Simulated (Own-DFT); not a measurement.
# One trend across several semiconductors

Everything here is calculated. The program is Own-DFT (plane waves, in-house, since retired, never reviewed by a person); positions were held fixed, and spin and spin-orbit coupling were off.

Caveats (not all hold for every row): forces on such cells moved up to 12 meV/angstrom on a denser k mesh; k mesh not checked against a denser one; forces on such cells passed a denser k mesh, each cell not checked; stress not checked against mesh or cutoff.

All runs are PBE with PseudoDojo norm-conserving files; cutoff and k mesh are each material's own. Every cell starts from measured lattice constants and was given uniform random strains and small random moves of its atoms. Each triple is the change of volume in per cent, the rms move u in Å and the pressure in GPa.

- 2H SiC (C36Si36), 10.36 Å³/atom unstrained: (-1.73, 0.050, 9.41); (-1.16, 0.050, 8.24); (-0.24, 0.050, 5.92); (-0.22, 0.051, 5.89); (-0.17, 0.051, 6.07); (0.19, 0.053, 5.17); (3.02, 0.050, -0.75)
- wurtzite AlN (Al64N64), 10.45 Å³/atom unstrained: (-1.93, 0.050, 10.07); (-0.51, 0.052, 6.99); (-0.42, 0.051, 6.57); (0.01, 0.049, 5.30); (0.96, 0.052, 3.91); (2.20, 0.052, 1.42); (2.66, 0.048, 0.37)
- wurtzite GaN (Ga48N48), 11.42 Å³/atom unstrained: (-1.45, 0.051, 10.53); (-1.01, 0.048, 8.91); (-0.33, 0.049, 8.16); (-0.17, 0.051, 7.51); (-0.08, 0.047, 6.93); (1.03, 0.049, 5.34); (3.51, 0.049, 0.36)
- diamond silicon (Si64), 20.02 Å³/atom unstrained: (-3.22, 0.051, 6.26); (-2.61, 0.047, 5.53); (-2.39, 0.049, 5.11); (-1.16, 0.045, 3.57); (-0.78, 0.050, 3.30); (-0.28, 0.051, 2.78); (3.83, 0.048, -0.70)
- zincblende GaP (Ga32P32), 20.24 Å³/atom unstrained: withheld
- grey tin (Sn64), 34.15 Å³/atom unstrained: (-2.44, 0.053, 5.02); (-1.13, 0.047, 4.33); (-0.73, 0.048, 4.02); (0.10, 0.052, 3.67); (0.16, 0.048, 3.58); (1.35, 0.053, 3.16); (2.01, 0.052, 2.71)

## What the rows give

Fit a line to each set against the fractional change of volume; B is minus its slope, and u is nearly the same within a set. To take it to zero pressure, assume that B rises by 4 GPa for each GPa: B0 = B - 4 x (mean pressure). The bond length of an ideal tetrahedral crystal with the unstrained volume v is d = (√3/4)(8 v)^(1/3). Cohen's empirical rule reads B0 = (1971 - 220 L) d^(-3.5) GPa, with L = 0 for group IV crystals and SiC and 1 for III-V compounds.

```
material,L,d (Å),B (GPa),mean P (GPa),B0 (GPa),rule (GPa)
2H SiC (C36Si36),0,1.888,214 ± 4,5.7,191 ± 4,213
wurtzite AlN (Al64N64),1,1.893,207 ± 7,4.9,187 ± 7,188
wurtzite GaN (Ga48N48),1,1.950,197 ± 9,6.8,170 ± 9,169
diamond silicon (Si64),0,2.352,98 ± 5,3.7,83 ± 5,99
zincblende GaP (Ga32P32),1,2.360,?,?,?,87
grey tin (Sn64),0,2.810,50 ± 2,3.8,35 ± 2,53
```

A line through ln[B0/(1971 - 220 L)] against ln d has a slope of -4.4 ± 0.2 and a scatter of 7 %. Against the rule, B0 stands at 90 % for 2H SiC, 100 % for wurtzite AlN, 101 % for wurtzite GaN, 84 % for diamond silicon, 67 % for grey tin. PBE tends to make silicon and heavier crystals too soft, and the rule itself is only a guide.

## The run left out

Asked: what B0 does the fitted trend give for zincblende GaP (Ga32P32)?

The straight line predicts 69 GPa. Its own runs give B = 91 ± 5 GPa at a mean pressure of 2.8 GPa, so B0 = 80 GPa.
